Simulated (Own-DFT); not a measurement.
## Calculated data, SiC (4H silicon carbide, atoms displaced)

All values are calculated (Own-DFT development build). A calculation, not a measurement: plane-wave PBE density functional theory by an unreviewed code, no spin, of a simulated periodic cell, stress positive in tension, free energy of the whole cell less one offset for each atom, forces on such cells passed a denser k mesh, this cell's mesh not checked; offsets are fitted by least squares, one for each functional and potential file, so energies compare only between cells with the same atoms and settings and are not formation energies; the far tail of each file's local potential was reset to the Coulomb form; each entry is a single point on an unrelaxed cell, so the pressure reflects the starting lattice, mostly measured values (interpolated for alloys), from which strain is counted, and rises with the displacements; printed positions are rounded, which can move forces by about a meV/angstrom; the program, named Own-DFT, is a retired in-house code; no spin-orbit coupling.

Settings shared by all entries: functional PBE; potential files PseudoDojo norm-conserving, scalar-relativistic, standard set; wave cutoff 42 hartree; occupations Fermi-Dirac; smearing width 0.1 eV; hardware one NVIDIA H200; k mesh 3 x 3 x 3 centred on Gamma.

(1) SiC (4H silicon carbide, atoms displaced)

```xyz
128
Lattice="12.3308 0.0000 0.0000 -6.1654 10.6788 0.0000 0.0000 0.0000 10.0681" Properties=species:S:1:pos:R:3 SiC
Si     6.0998    10.6288     4.1035
Si    -0.0722     1.7547     1.6752
C     -6.1445    10.6708     1.0526
C     -0.1110     1.7013     3.3899
Si    -1.5649     2.7181     4.1109
Si    -1.5398     4.5302     1.4922
C     -1.4376     2.7130     0.9213
C     -1.5910     4.4302     3.4991
Si     9.1472     5.3230     4.0480
Si    -3.0731     7.1321     1.5992
C      9.1722     5.3313     0.8310
C     -3.0212     7.0893     3.4895
Si     7.6471     7.9546     4.0534
Si    -4.6902     9.7830     1.5478
C      7.7090     7.9326     1.0423
C     -4.6372     9.5848     3.4253
Si     3.0648     0.0020     4.1388
Si     3.0491     1.8085     1.6361
C      3.0154     0.1031     0.9527
C      3.2057     1.8349     3.4518
Si     1.5706     2.6172     4.1450
Si     1.5752     4.3070     1.5597
C      1.5663     2.5968     0.9458
C      1.4702     4.4988     3.3753
Si     0.0233     5.3180     4.1908
Si     0.0721     7.0980     1.5527
C     -0.0809     5.2224     0.9699
C     -0.0966     7.1195     3.5176
Si    -1.5029     8.0049     4.1281
Si    -1.5989     9.8412     1.5373
C     -1.6118     8.0513     1.0690
C     -1.5601     9.7695     3.5155
Si     0.0142    10.6256     3.9797
Si     6.2045     1.7789     1.5622
C      6.1654     0.0717     0.9667
C      6.1331     1.8253     3.3975
Si     4.6626     2.6529     4.1466
Si     4.6800     4.4739     1.5473
C      4.6217     2.6771     0.7580
C      4.6704     4.3721     3.3948
Si     3.0766     5.3025     4.0037
Si     3.0830     7.1344     1.5559
C      3.0263     5.2364     0.9208
C      3.0840     7.0953     3.3872
Si     1.5536     8.0596     4.1569
Si     1.5501     9.7022     1.5872
C      1.5473     7.9982     0.9357
C      1.5446     9.7943     3.5565
Si     3.1175    10.6429     4.1311
Si     9.2822     1.7476     1.5133
C      2.9343    10.6440     0.9259
C      9.1858     1.7154     3.4126
Si     7.6766     2.7398     4.0513
Si     7.6771     4.4929     1.5167
C      7.8239     2.7593     0.9127
C      7.5889     4.5327     3.2882
Si     6.1444     5.3674     4.1739
Si     6.0435     7.1973     1.5804
C      6.1073     5.2299     0.9620
C      6.0524     7.1416     3.4067
Si     4.6459     8.0002     4.1019
Si     4.6659     9.8061     1.5914
C      4.6306     8.0421     1.0626
C      4.5078     9.8350     3.4604
Si     6.0708    10.6420     9.0771
Si     6.1123     8.8693     6.6041
C     -0.0229     0.0562     5.9672
C      6.1703     8.8630     8.5167
Si    -4.5163     7.8908     9.1494
Si     7.8009     6.2467     6.5675
C     -4.6147     8.1061     5.9613
C      7.7584     6.1348     8.5327
Si     9.1766     5.3939     9.1935
Si     9.2096     3.6202     6.6481
C     -3.0046     5.2882     6.1223
C      9.2549     3.5918     8.5703
Si    -1.4470     2.6871     9.0669
Si    10.7841     0.8436     6.5935
C     -1.5306     2.7007     5.9230
C     10.8012     0.8598     8.5590
Si     9.2570     0.1229     9.1635
Si     2.9476     8.8330     6.5751
C      9.3249     0.0767     6.0154
C      2.9800     8.8459     8.5408
Si     4.6997     7.9301     9.1976
Si     4.6641     6.2805     6.6056
C      4.5682     8.0068     5.9658
C      4.6359     6.3065     8.5454
Si     6.1744     5.3258     9.0207
Si     6.1016     3.4360     6.6140
C      6.2392     5.3237     6.0510
C      6.0943     3.5615     8.5103
Si     7.7390     2.7604     9.0984
Si     7.6747     0.9527     6.5703
C      7.6160     2.5597     5.9775
C      7.6074     0.9498     8.5033
Si     6.1242     0.0916     9.1457
Si    -0.0259     8.9490     6.6181
C      6.2034     0.0356     5.9258
C     -0.0544     8.9862     8.4697
Si     1.5936     8.0574     9.1880
Si     1.5379     6.2448     6.5691
C      1.5156     7.9020     6.0459
C      1.5706     6.2240     8.5853
Si     3.1309     5.2930     9.1677
Si     3.0205     3.5611     6.6216
C      3.1188     5.3052     5.9730
C      3.1452     3.6339     8.4183
Si     4.5573     2.6682     9.0476
Si     4.7719     0.9343     6.5614
C      4.6461     2.6399     6.0591
C      4.7058     0.9428     8.4168
Si     3.0605     0.0003     9.1178
Si    -3.2104     8.7857     6.6808
C     -2.9602    10.6674     5.9614
C     -3.0095     8.9115     8.5306
Si    -1.5743     7.8726     9.1197
Si    -1.6171     6.2758     6.5836
C     -1.4721     8.0695     5.9310
C     -1.5713     6.2299     8.5905
Si    -0.0019     5.3015     9.0934
Si    -0.0122     3.4993     6.5308
C     -0.1173     5.3041     5.8544
C     -0.0457     3.6436     8.4170
Si     1.6417     2.6841     9.1332
Si     1.4893     0.8063     6.7116
C      1.4630     2.7175     5.9294
C      1.5798     0.8700     8.5302
```

```
free energy of cell above offsets : -5.742 eV
pressure                          : 6.2 GPa
stress xx                         : -5.69 GPa
stress yy                         : -5.76 GPa
stress zz                         : -7.14 GPa
stress yz                         : -0.03 GPa
stress xz                         : 0.23 GPa
stress xy                         : -0.32 GPa
wall time                         : 543.8 s
```

Force:
```csv
element,x (eV/Å),y (eV/Å),z (eV/Å)
Si,0.854,0.024,-1.08
Si,1.541,0.612,-3.811
C,-1.768,0.429,-2.63
C,1.875,0.749,4.461
Si,-1.002,-1.592,-1.754
Si,-3.112,-2.713,2.531
C,-1.587,-0.87,-0.521
C,0.054,1.035,-1.191
Si,1.828,-0.217,0.291
Si,-0.367,-1.232,0.727
C,1.255,1.255,4.43
C,-1.817,-0.034,0.54
Si,1.301,-1.443,0.165
Si,2.225,-1.008,0.774
C,-1.067,1.258,-1.997
C,-0.426,4.974,0.448
Si,0.378,-0.866,-1.114
Si,2.139,0.318,-1.934
C,0.303,-2.09,-0.231
C,-2.905,-1.406,1.442
Si,-0.779,0.754,-2.825
Si,-1.899,1.765,-0.222
C,-1.198,0.158,0.032
C,1.279,-1.805,2.074
Si,-1.601,0.843,-5.777
Si,-2.498,-0.727,1.515
C,4.241,2.954,-1.919
C,3.549,-0.622,-1.083
Si,-1.584,0.629,-1.051
Si,0.327,0.236,1.325
C,2.035,-0.688,-2.715
C,-0.094,0.508,-1.46
Si,-1.169,2.018,1.585
Si,-0.385,2.187,-1.317
C,-0.072,-2.299,-0.07
C,0.799,-1.026,1.235
Si,0.494,0.653,-0.622
Si,-2.634,-2.845,-0.248
C,-0.256,-0.269,3.944
C,-0.792,1.275,2.061
Si,0.288,-0.085,0.489
Si,-0.476,-1.459,-0.061
C,1.571,1.8,0.866
C,-0.227,0.61,2.008
Si,-0.955,-2.309,-1.138
Si,-1.563,1.661,0.818
C,0.19,-0.269,0.729
C,0.96,-0.81,-1.572
Si,-2.28,2.339,0.301
Si,-0.198,1.172,0.74
C,3.442,0.595,0.272
C,0.743,1.416,0.948
Si,0.066,-1.38,-0.786
Si,0.18,-0.57,-1.156
C,-1.578,-1.483,0.16
C,1.313,-0.518,4.553
Si,-0.761,-0.368,-2.071
Si,3.537,-3.467,0.112
C,1.789,4.082,-2.489
C,1.927,-0.95,2.074
Si,-2.333,0.746,-0.706
Si,-2.118,0.638,0.155
C,-1.769,0.492,-2.793
C,2.83,-2.228,0.097
Si,2.871,-0.303,2.291
Si,0.027,0.873,0.352
C,0.308,-2.044,0.539
C,0.687,-0.386,-0.09
Si,-1.481,1.739,0.89
Si,-1.053,-0.401,1.312
C,-2.774,-3.149,-0.72
C,-2.009,2.394,-2.107
Si,2.944,-2.308,-2.517
Si,0.437,-3.175,0.661
C,-2.875,1.874,-3.474
C,1.003,-0.045,-1.604
Si,-1.59,0.126,1.468
Si,0.691,2.337,0.94
C,-1.47,-1.341,1.894
C,-0.383,1.552,-1.778
Si,-2.62,-2.627,-1.065
Si,2.415,1.825,2.206
C,-3.153,-2.561,-0.659
C,4.224,2.377,-1.128
Si,-2.008,3.126,-0.107
Si,-0.73,-1.369,0.506
C,0.389,0.339,-0.041
C,0.232,-2.675,-1.16
Si,-0.861,-0.326,2.123
Si,2.082,2.678,1.251
C,-0.614,0.068,-0.747
C,1.307,0.126,-1.102
Si,-1.501,-1.298,0.749
Si,1.156,-3.417,1.654
C,1.391,4.959,-1.51
C,2.431,0.528,-0.503
Si,0.584,-1.432,0.097
Si,0.461,0.058,0.353
C,0.823,-1.063,-0.813
C,0.553,-1.485,1.659
Si,-3.39,-1.318,-1.436
Si,-0.47,-3.326,1.788
C,-0.921,3.122,-1.964
C,-0.433,-0.02,-1.254
Si,-0.782,1.729,-0.88
Si,0.769,-0.093,-1.529
C,-0.22,0.819,-0.743
C,-1.676,-1.384,1.133
Si,1.658,-0.203,0.01
Si,-2.407,-2.203,0.756
C,-2.351,1.01,-2.426
C,-2.542,-0.548,0.79
Si,1.934,0.411,0.352
Si,5.213,3.787,-0.855
C,-2.372,-0.009,1.773
C,-1.84,-1.394,0.062
Si,1.627,4.598,1.747
Si,3.135,0.365,0.829
C,-2.531,-1.488,2.025
C,0.091,-2.001,-2.38
Si,0.174,1.571,1.236
Si,-1.151,2.432,0.775
C,1.576,0.43,6.177
C,2.1,-2.367,-0.268
Si,-1.574,0.182,-0.343
Si,2.325,1.327,-2.527
C,2.033,-1.991,1.705
C,-1.911,0.454,0.073
```

(2) SiC (4H silicon carbide, atoms displaced)

```xyz
128
Lattice="12.3308 0.0000 0.0000 -6.1654 10.6788 0.0000 0.0000 0.0000 10.0681" Properties=species:S:1:pos:R:3 SiC
Si    12.1862     0.0263     4.1542
Si     0.0524     1.8185     1.6281
C     -6.0735    10.6752     0.8371
C     -0.0358     1.8105     3.4805
Si    -1.5138     2.6795     3.9494
Si    -1.5865     4.3844     1.5927
C     10.7571     2.6839     0.9157
C     -1.5829     4.5547     3.4114
Si     9.1923     5.2984     4.1569
Si    -3.0298     7.0985     1.4919
C      9.1586     5.2918     0.9351
C     -3.1965     7.1323     3.4183
Si    -4.5863     7.9908     4.0747
Si    -4.5193     9.8131     1.6012
C     -4.5861     7.9799     1.0092
C     -4.6222     9.8541     3.4128
Si     3.0808     0.0626     4.1083
Si     3.1460     1.7217     1.4766
C      3.1010     0.0189     0.8524
C      3.0912     1.7569     3.4417
Si     1.5129     2.6953     4.1246
Si     1.5915     4.4200     1.4919
C      1.5684     2.6585     0.9301
C      1.5954     4.4747     3.4959
Si    -0.0255     5.3112     4.0661
Si    -0.0911     7.1680     1.5597
C      0.0172     5.3603     0.9578
C     -0.1199     7.1218     3.4685
Si    -1.5580     8.0804     4.0522
Si    -1.5032     9.9213     1.4970
C     -1.5465     7.9044     0.9313
C     -1.5837     9.8588     3.4093
Si     6.1534     0.1017     4.2044
Si     6.1667     1.7520     1.5237
C      6.1044     0.0536     0.9853
C      6.1622     1.8874     3.3746
Si     4.6051     2.5496     4.0024
Si     4.6602     4.4711     1.6084
C      4.5356     2.6529     0.8898
C      4.6154     4.4826     3.4670
Si     3.1172     5.3004     4.0930
Si     3.0811     7.1413     1.5602
C      3.0732     5.3662     1.0209
C      3.0354     7.1537     3.4430
Si     1.6060     7.9605     4.0932
Si     1.5812     9.8417     1.5197
C      1.4677     8.0089     0.8736
C      1.5631     9.6819     3.5026
Si     2.9592    10.5373     4.1031
Si     9.2289     1.7698     1.5479
C      2.9673    10.6176     0.9706
C      9.2179     1.8507     3.5379
Si     7.8002     2.7084     3.9370
Si     7.7414     4.3607     1.5450
C      7.8346     2.5978     0.9985
C      7.6946     4.3672     3.4127
Si     6.2348     5.3511     4.0736
Si     6.0588     7.1149     1.5286
C      6.1689     5.3656     0.8528
C      6.0044     7.1079     3.3846
Si     4.6427     7.9776     4.0350
Si     4.6899     9.7963     1.5809
C      4.6931     7.9495     0.8359
C      4.4979     9.7580     3.3638
Si     6.1376    10.6387     9.1787
Si     6.1861     8.8880     6.6342
C      6.1332    10.5862     6.0015
C      6.1897     8.8754     8.5464
Si    -4.5872     7.9683     9.0333
Si     7.7152     6.2325     6.6503
C     -4.6353     8.0354     5.9727
C      7.7021     6.2644     8.4824
Si    -3.0548     5.3794     9.1942
Si     9.3061     3.5797     6.6291
C      9.1611     5.3031     5.9198
C      9.1947     3.6821     8.4478
Si    -1.5243     2.6993     9.0458
Si    10.8119     0.8609     6.6215
C     -1.5275     2.7532     5.9881
C     10.7175     0.9259     8.4195
Si     9.2807     0.0503     8.9859
Si     3.1052     8.9622     6.5871
C      9.1630     0.1430     5.8913
C      3.0952     8.8639     8.5469
Si     4.5885     7.9774     9.0773
Si     4.5897     6.2888     6.6743
C      4.5596     8.0536     5.9558
C      4.5033     6.3101     8.6170
Si     6.0193     5.3930     9.1052
Si     6.2470     3.6241     6.5904
C      6.1423     5.3230     5.9765
C      6.2472     3.7271     8.3746
Si     7.6774     2.6853     9.1228
Si     7.8241     0.8858     6.5554
C      7.7395     2.5914     5.9596
C      7.6911     0.8396     8.4579
Si     6.1230     0.1320     9.1872
Si     0.0526     8.8402     6.6518
C     -0.0232    10.6677     5.9302
C     -0.0328     8.9104     8.4551
Si     1.4997     8.0713     9.0838
Si     1.5586     6.3337     6.6043
C      1.5387     8.0256     6.0302
C      1.4971     6.1589     8.4899
Si     3.1074     5.3385     9.1140
Si     3.1406     3.5511     6.5796
C      3.0226     5.2542     5.8979
C      3.1306     3.4713     8.5535
Si     4.5120     2.6188     9.1345
Si     4.6408     0.7862     6.6186
C      4.6214     2.7157     6.1057
C      4.5994     0.9232     8.5459
Si    -3.0681    10.6204     9.0510
Si    -3.1334     8.9913     6.6222
C     -3.0815    10.5848     6.0764
C     -3.0064     8.9714     8.5470
Si    -1.6523     7.9918     9.1661
Si    -1.5178     6.2216     6.5833
C     -1.5229     8.0051     5.9278
C     -1.5117     6.1930     8.4693
Si     0.1085     5.3474     9.1548
Si    -0.1621     3.5887     6.6407
C     -0.1383     5.3985     5.8946
C      0.0828     3.6623     8.5445
Si     1.6698     2.7103     9.1698
Si     1.5157     0.8459     6.6300
C      1.5375     2.5614     5.8895
C      1.4865     0.8903     8.4967
```

```
free energy of cell above offsets : -5.292 eV
pressure                          : 6.54 GPa
stress xx                         : -6.71 GPa
stress yy                         : -5.83 GPa
stress zz                         : -7.08 GPa
stress yz                         : 0 GPa
stress xz                         : 1.36 GPa
stress xy                         : 1.06 GPa
wall time                         : 532.1 s
```

Force:
```csv
element,x (eV/Å),y (eV/Å),z (eV/Å)
Si,1.659,-1.048,-1.966
Si,-0.934,-0.873,-2.106
C,-1.13,0.636,4.451
C,1.055,-0.949,-0.289
Si,-1.853,1.831,2.569
Si,0.608,2.151,-1.423
C,0.892,-1.491,-0.061
C,0.053,-2.318,0.822
Si,0.31,1.386,-2.901
Si,-2.761,-0.77,2.309
C,2.263,0.539,0.413
C,2.701,-1.34,0.18
Si,-2.394,1.641,-0.573
Si,-1.216,-1.193,-1.533
C,-0.678,0.622,-1.854
C,-0.982,-0.192,2.35
Si,-0.512,-1.573,0.005
Si,-2.069,0.561,2.059
C,0.313,-0.641,0.215
C,-1.241,0.402,-0.773
Si,0.995,0.001,-1.609
Si,-1.138,1.039,2.345
C,0.458,-0.227,0.735
C,-1.578,-0.947,-1.113
Si,0.315,1.315,-0.617
Si,2.885,-1.856,1.068
C,-0.443,-0.775,0.081
C,2.343,0.069,-0.502
Si,-1.064,-0.638,0.354
Si,-2.501,-3.146,1.974
C,-0.686,3.431,-0.823
C,0.915,0.196,0.505
Si,0.073,-1.422,-4.484
Si,-0.261,2.062,0.664
C,3.024,-0.411,-1.577
C,1.183,-2.029,0.899
Si,0.306,3.546,2.32
Si,-0.751,-0.106,-0.816
C,3.096,1.175,0.74
C,1.318,-1.486,0.065
Si,-0.44,1.159,-1.103
Si,-0.752,0.382,-0.456
C,0.988,-0.396,-1.943
C,1.826,-1.547,0.141
Si,-3.396,-0.008,0.346
Si,-3.677,-3.3,2.06
C,0.795,0.781,1.025
C,-2.678,1.601,-1.296
Si,2.073,3.16,-1.31
Si,2.814,-2.135,1.667
C,5.349,2.865,-2.455
C,2.702,-3.356,-2.782
Si,-3.578,-1.045,3.931
Si,-1.59,1.579,-0.193
C,-4.62,1.419,-2.616
C,0.304,3.193,-0.067
Si,-2.021,-0.432,-0.079
Si,3.768,-0.626,0.295
C,-0.108,-1.524,1.774
C,3.701,-0.811,0.76
Si,-2.487,1.002,0.969
Si,-0.996,-0.43,-2.416
C,-2.846,2.214,1.244
C,1.748,0.488,2.805
Si,0.426,0.837,-3.072
Si,-0.938,-0.988,0.072
C,-0.106,1.631,-0.21
C,-0.818,-0.009,-1.316
Si,-0.176,1.594,2.864
Si,-0.428,-0.102,-1.252
C,0.106,-0.566,0.183
C,-0.205,-0.822,0.455
Si,-0.6,-0.326,-1.933
Si,-2.363,-0.311,-1.231
C,1.164,0.706,2.249
C,1.169,-2.103,1.535
Si,-0.302,1.288,1.017
Si,-0.673,1.551,-1.986
C,-1.207,-2.962,-1.443
C,2.09,-0.097,1.457
Si,-2.012,-1.798,3.022
Si,-1.088,-0.042,0.691
C,5.033,-4.271,0.568
C,-0.246,1.752,-1.9
Si,1.073,2.683,1.264
Si,-0.44,-1.314,-1.626
C,1.535,-0.491,0.041
C,1.527,-2.147,-3.384
Si,2.875,-0.145,-0.185
Si,-0.55,-2.388,-1.222
C,0.385,2.267,-0.15
C,-1.525,-2.386,3.336
Si,0.858,0.666,-0.942
Si,-5.833,1.938,1.697
C,0.064,2.399,-0.81
C,0.021,1.532,0.217
Si,0.716,-2.657,-1.593
Si,-2.421,1.363,-1.652
C,1.318,-0.428,3.11
C,-0.518,0.796,2.08
Si,-0.192,-1.361,0.504
Si,-1.046,-3.609,-0.168
C,1.602,0.746,-1.319
C,2.945,2.445,-0.85
Si,-2.304,-0.956,1.548
Si,-2.496,-0.831,0.568
C,0.664,2.432,2.666
C,-0.968,3.67,-2.243
Si,3.856,1.036,-0.497
Si,-0.084,2.614,0.646
C,1.806,-2.438,-2.642
C,0.183,-1.22,-1.186
Si,-1.178,3.167,1.344
Si,1.851,-5.239,0.551
C,-0.398,4.474,-2.509
C,-2.284,-2.669,-2.013
Si,3.394,-0.892,-1.425
Si,-2.572,1.331,0.017
C,-0.842,0.689,1.164
C,-0.417,0.788,0.88
Si,-3.355,0.37,0.782
Si,4.789,1.439,-0.102
C,3.304,-1.599,1.01
C,-0.654,-2.799,-0.923
Si,-3.635,-1.622,-1.13
Si,0.117,0.684,-0.295
C,-0.238,1.374,3.021
C,0.787,-0.078,0.246
```
